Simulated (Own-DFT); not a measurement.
## Calculated data, HfO$_{2}$ (monoclinic hafnia, atoms displaced)

A calculation, not a measurement: plane-wave density functional theory by an unreviewed code, no spin, of a simulated periodic cell, stress positive in tension, run twice, with PBE and with PBEsol, both on files made for PBE, so the change isn't that of files made for PBEsol, hafnium file: forces about 75 meV/angstrom off all-electron values; oxygen file: force components 24 meV/angstrom off all-electron in one glass; forces on such cells passed a denser k mesh, this cell's mesh not checked; the far tail of each file's local potential was reset to the Coulomb form; each entry is a single point on an unrelaxed cell, so the pressure reflects the starting lattice, mostly measured values (interpolated for alloys), from which strain is counted, and rises with the displacements; printed positions are rounded, which can move forces by about a meV/angstrom; the program, named Own-DFT, is a retired in-house code; no spin-orbit coupling; stress was not checked against mesh or cutoff. Program: Own-DFT development build.

```json
{"formula": "HfO2", "kind": "monoclinic hafnia, atoms displaced", "structure": {"cell_angstrom": [[10.234, 0.0, 0.0], [0.0, 10.35, 0.0], [-1.6955, 0.0, 10.4453]], "atoms_fractional": [["Hf", 0.1387, 0.03493, 0.12866], ["Hf", 0.34095, 0.2658, 0.14577], ["Hf", 0.36111, 0.47494, 0.39396], ["Hf", 0.14318, 0.22304, 0.35382], ["O", 0.99966, 0.15025, 0.16921], ["O", 0.47999, 0.421, 0.07193], ["O", 0.4638, 0.34017, 0.3291], ["O", 0.02033, 0.09831, 0.41621], ["O", 0.22982, 0.39606, 0.26708], ["O", 0.28431, 0.13136, 0.03859], ["O", 0.28724, 0.12489, 0.2698], ["O", 0.21677, 0.37453, 0.49556], ["Hf", 0.14618, 0.02906, 0.62724], ["Hf", 0.36999, 0.27152, 0.65399], ["Hf", 0.35242, 0.46841, 0.88309], ["Hf", 0.13939, 0.23677, 0.85459], ["O", 0.04031, 0.16411, 0.66999], ["O", 0.4623, 0.41642, 0.5789], ["O", 0.48332, 0.33147, 0.83946], ["O", 0.02869, 0.08495, 0.92737], ["O", 0.23318, 0.38106, 0.74826], ["O", 0.27629, 0.14498, 0.50801], ["O", 0.27076, 0.11828, 0.7706], ["O", 0.23144, 0.35199, 0.99375], ["Hf", 0.14055, 0.52166, 0.11114], ["Hf", 0.37319, 0.7728, 0.14204], ["Hf", 0.35436, 0.97105, 0.40173], ["Hf", 0.1285, 0.75091, 0.36957], ["O", 0.04597, 0.68137, 0.16858], ["O", 0.45645, 0.90028, 0.08036], ["O", 0.461, 0.81753, 0.33449], ["O", 0.05299, 0.57465, 0.43639], ["O", 0.21497, 0.89859, 0.25825], ["O", 0.27697, 0.62864, 0.01129], ["O", 0.30557, 0.62077, 0.25589], ["O", 0.2236, 0.88651, 0.47953], ["Hf", 0.15701, 0.51589, 0.61699], ["Hf", 0.39112, 0.77882, 0.65932], ["Hf", 0.3536, 0.98068, 0.90355], ["Hf", 0.14123, 0.70698, 0.84903], ["O", 0.02828, 0.66559, 0.68139], ["O", 0.44832, 0.90669, 0.56239], ["O", 0.48179, 0.8508, 0.82757], ["O", 0.03347, 0.586, 0.92486], ["O", 0.20379, 0.88865, 0.71981], ["O", 0.27567, 0.61399, 0.48386], ["O", 0.27613, 0.63607, 0.75021], ["O", 0.23784, 0.88067, 0.97929], ["Hf", 0.6181, 0.02592, 0.09006], ["Hf", 0.84367, 0.27615, 0.11587], ["Hf", 0.84346, 0.47989, 0.39461], ["Hf", 0.63149, 0.23323, 0.3564], ["O", 0.5473, 0.16519, 0.17038], ["O", 0.96482, 0.40959, 0.07093], ["O", 0.97569, 0.33533, 0.35547], ["O", 0.53999, 0.08411, 0.41602], ["O", 0.72815, 0.37709, 0.26484], ["O", 0.76302, 0.13891, 0.00612], ["O", 0.75776, 0.11896, 0.24562], ["O", 0.7346, 0.37377, 0.48567], ["Hf", 0.64165, 0.01542, 0.6138], ["Hf", 0.8398, 0.28729, 0.63512], ["Hf", 0.86241, 0.47553, 0.89866], ["Hf", 0.63384, 0.22592, 0.86156], ["O", 0.53423, 0.16518, 0.66583], ["O", 0.9537, 0.42108, 0.56759], ["O", 0.98109, 0.34379, 0.82947], ["O", 0.53219, 0.08416, 0.91027], ["O", 0.71833, 0.39122, 0.72796], ["O", 0.77972, 0.12797, 0.53563], ["O", 0.78316, 0.11675, 0.73825], ["O", 0.73389, 0.38019, 0.99699], ["Hf", 0.63279, 0.50809, 0.11819], ["Hf", 0.86959, 0.79734, 0.13795], ["Hf", 0.85094, 0.9679, 0.41389], ["Hf", 0.63754, 0.70799, 0.36009], ["O", 0.54274, 0.6645, 0.17609], ["O", 0.94064, 0.92309, 0.08355], ["O", 0.97179, 0.81228, 0.34463], ["O", 0.53125, 0.57745, 0.42698], ["O", 0.71008, 0.88242, 0.23698], ["O", 0.8043, 0.62692, 0.99061], ["O", 0.78651, 0.61837, 0.25941], ["O", 0.71821, 0.86566, 0.47567], ["Hf", 0.62966, 0.53371, 0.61132], ["Hf", 0.84924, 0.77275, 0.63839], ["Hf", 0.83644, 0.98057, 0.8924], ["Hf", 0.63396, 0.73557, 0.83788], ["O", 0.51711, 0.66162, 0.67625], ["O", 0.95745, 0.93837, 0.58523], ["O", 0.97636, 0.84665, 0.84011], ["O", 0.54049, 0.5922, 0.94277], ["O", 0.71491, 0.88712, 0.76803], ["O", 0.78832, 0.63939, 0.52282], ["O", 0.77468, 0.61158, 0.7711], ["O", 0.72903, 0.87475, 0.98855]]}, "settings": {"functional": "PBE, then PBEsol", "potential_files": "PseudoDojo norm-conserving, scalar-relativistic, standard set", "wave_cutoff [hartree]": 72.0, "occupations": "Fermi-Dirac", "smearing_width [eV]": 0.1, "k_mesh": "2 x 2 x 2 centred on Gamma"}, "results": {"PBE_pressure [GPa]": 15.4, "PBE_stress_xx [GPa]": -13.33, "PBE_stress_yy [GPa]": -18.01, "PBE_stress_zz [GPa]": -14.87, "PBE_stress_yz [GPa]": 1.89, "PBE_stress_xz [GPa]": 0.13, "PBE_stress_xy [GPa]": -2.39, "PBEsol_pressure [GPa]": 8.89, "PBEsol_stress_xx [GPa]": -6.89, "PBEsol_stress_yy [GPa]": -11.46, "PBEsol_stress_zz [GPa]": -8.32, "PBEsol_stress_yz [GPa]": 1.82, "PBEsol_stress_xz [GPa]": 0.49, "PBEsol_stress_xy [GPa]": -2.33, "force_element": ["Hf", "Hf", "Hf", "Hf", "O", "O", "O", "O", "O", "O", "O", "O", "Hf", "Hf", "Hf", "Hf", "O", "O", "O", "O", "O", "O", "O", "O", "Hf", "Hf", "Hf", "Hf", "O", "O", "O", "O", "O", "O", "O", "O", "Hf", "Hf", "Hf", "Hf", "O", "O", "O", "O", "O", "O", "O", "O", "Hf", "Hf", "Hf", "Hf", "O", "O", "O", "O", "O", "O", "O", "O", "Hf", "Hf", "Hf", "Hf", "O", "O", "O", "O", "O", "O", "O", "O", "Hf", "Hf", "Hf", "Hf", "O", "O", "O", "O", "O", "O", "O", "O", "Hf", "Hf", "Hf", "Hf", "O", "O", "O", "O", "O", "O", "O", "O"], "PBE_force_x [eV/angstrom]": [-2.367, 5.511, -1.883, -5.357, 3.144, -5.354, 1.898, 0.597, -2.39, -0.672, -0.83, 1.195, -1.858, -0.764, 3.917, -4.502, -1.743, 0.752, -3.145, 1.431, -0.031, 0.803, 2.182, 0.081, -0.787, -4.753, 2.775, 7.362, 0.857, 5.668, 0.04, -1.553, 0.193, 0.126, -1.395, -2.282, -3.906, -10.91, -0.049, -3.369, -0.357, 4.835, -2.312, 0.886, 3.309, 0.324, 1.666, -3.054, 3.046, 2.619, 8.683, 1.201, -4.468, 1.922, -0.385, -0.717, -0.87, -0.127, 1.159, -4.947, -0.461, 5.299, 0.892, 2.798, 0.385, 0.998, -1.002, -0.991, -0.793, -1.011, -1.955, -3.514, 3.301, -6.64, 3.602, 0.074, -0.028, 7.995, -9.436, 2.376, 1.271, -1.843, -1.615, -2.335, 1.653, 5.372, 8.12, 2.314, 4.794, -1.312, -1.823, -0.24, -0.335, -2.374, -1.405, -3.178], "PBE_force_y [eV/angstrom]": [-1.47, 3.874, 2.845, 2.761, 0.561, -3.956, -2.345, -1.947, -3.155, -4.084, 0.838, -1.06, 2.315, -0.675, 3.769, -4.224, 3.185, -0.072, 1.78, 1.372, -1.323, -1.378, 1.508, 3.338, 3.39, -6.775, 2.303, -7.781, -0.865, 6.95, 1.059, 1.466, -1.014, -1.427, -0.52, -0.668, 1.839, 2.17, 0.375, 5.665, -0.271, 2.18, 0.676, -1.432, -5.213, 2.628, -2.316, -2.307, -2.513, -2.261, 0.473, -1.724, 2.749, 0.245, 0.358, -1.382, -0.496, -1.862, 0.203, -0.723, 2.866, -1.042, 2.098, 0.508, -0.524, -0.093, -0.08, -0.7, -1.532, -1.224, -0.02, 0.167, 4.204, -12.5, 5.059, 3.444, -0.105, 9.805, 5.233, 0.367, -0.56, 2.031, 0.258, -0.826, -3.348, 1.397, 1.842, -4.639, -3.343, -2.951, -0.531, 0.621, -0.902, -2.439, 2.935, -1.115], "PBE_force_z [eV/angstrom]": [-3.541, 4.703, 1.425, 3.2, 0.483, -0.449, -1.327, 0.467, -5.458, -3.85, -1.125, 1.687, -7.616, -3.34, 5.974, -0.742, 1.805, 1.717, -0.909, 0.575, -0.069, 1.669, 1.184, -0.024, 1.46, 4.239, -3.248, -0.622, -0.051, -2.838, -0.186, -0.311, -2.723, -1.444, -1.108, 3.33, -7.859, -1.996, -1.896, 1.355, -0.944, 2.159, -0.572, 0.465, 4.808, 4.497, 0.741, 1.375, 4.548, 9.69, 0.431, -0.769, -0.765, 0.994, -2.498, 1.735, -4.675, -2.129, 1.483, 1.204, -2.889, 1.285, -0.565, -2.678, 0.976, 3.179, -1.059, 0.394, 1.771, -4.304, 4.344, -3.116, -0.735, 4.655, -4.719, -3.787, 0.372, -3.069, -0.909, 1.306, -0.033, 2.343, 0.669, 3.875, -1.33, 4.725, 1.538, 8.186, 0.841, 0.573, -0.859, -2.895, -6.433, -1.834, -4.255, 0.12], "PBEsol_force_x [eV/angstrom]": [-2.305, 5.357, -1.888, -5.264, 3.137, -5.21, 1.857, 0.628, -2.261, -0.718, -0.901, 1.217, -1.817, -0.727, 3.822, -4.416, -1.655, 0.723, -3.095, 1.421, 0.035, 0.73, 2.053, 0.142, -0.76, -4.63, 2.655, 7.243, 0.833, 5.556, 0.035, -1.48, 0.225, 0.056, -1.377, -2.169, -3.781, -10.64, -0.068, -3.331, -0.326, 4.69, -2.249, 0.878, 3.269, 0.248, 1.531, -2.869, 3.004, 2.541, 8.475, 1.172, -4.322, 1.827, -0.367, -0.677, -0.823, -0.177, 1.037, -4.749, -0.392, 5.135, 0.854, 2.685, 0.376, 0.925, -0.965, -0.928, -0.702, -1.039, -1.994, -3.364, 3.182, -6.546, 3.511, 0.056, -0.039, 7.816, -9.222, 2.339, 1.311, -1.791, -1.698, -2.189, 1.616, 5.271, 7.929, 2.279, 4.736, -1.313, -1.825, -0.21, -0.298, -2.383, -1.45, -3.013], "PBEsol_force_y [eV/angstrom]": [-1.342, 3.779, 2.783, 2.674, 0.522, -3.818, -2.311, -1.873, -3.091, -3.99, 0.835, -1.001, 2.324, -0.619, 3.617, -4.157, 3.068, -0.057, 1.716, 1.345, -1.282, -1.335, 1.461, 3.244, 3.413, -6.674, 2.186, -7.617, -0.856, 6.84, 1.014, 1.433, -0.951, -1.402, -0.547, -0.649, 1.838, 2.183, 0.326, 5.496, -0.246, 2.126, 0.61, -1.416, -5.055, 2.483, -2.305, -2.241, -2.38, -2.21, 0.368, -1.711, 2.656, 0.259, 0.368, -1.321, -0.471, -1.809, 0.221, -0.721, 2.931, -0.973, 2.069, 0.43, -0.506, -0.102, -0.089, -0.677, -1.481, -1.208, -0.062, 0.148, 4.148, -12.25, 4.918, 3.35, -0.105, 9.649, 5.128, 0.365, -0.535, 1.946, 0.209, -0.807, -3.264, 1.352, 1.723, -4.537, -3.239, -2.883, -0.519, 0.566, -0.873, -2.37, 2.87, -1.054], "PBEsol_force_z [eV/angstrom]": [-3.441, 4.61, 1.402, 3.204, 0.463, -0.483, -1.316, 0.471, -5.324, -3.73, -1.132, 1.642, -7.445, -3.272, 5.885, -0.746, 1.82, 1.652, -0.929, 0.598, -0.045, 1.62, 1.149, -0.051, 1.392, 4.191, -3.178, -0.632, -0.021, -2.833, -0.242, -0.22, -2.599, -1.411, -1.072, 3.192, -7.761, -1.894, -1.836, 1.286, -0.846, 2.068, -0.634, 0.486, 4.712, 4.373, 0.723, 1.334, 4.45, 9.455, 0.446, -0.806, -0.7, 0.882, -2.412, 1.741, -4.547, -2.077, 1.402, 1.176, -2.816, 1.217, -0.495, -2.62, 1.009, 3.029, -1.036, 0.46, 1.689, -4.147, 4.196, -3.034, -0.758, 4.578, -4.538, -3.734, 0.422, -3.075, -0.942, 1.312, -0.036, 2.224, 0.739, 3.792, -1.303, 4.61, 1.521, 7.982, 0.869, 0.481, -0.871, -2.786, -6.258, -1.794, -4.17, 0.089], "rms_change_of_force_components_from_PBE_to_PBEsol [eV/angstrom]": 0.085}}
```
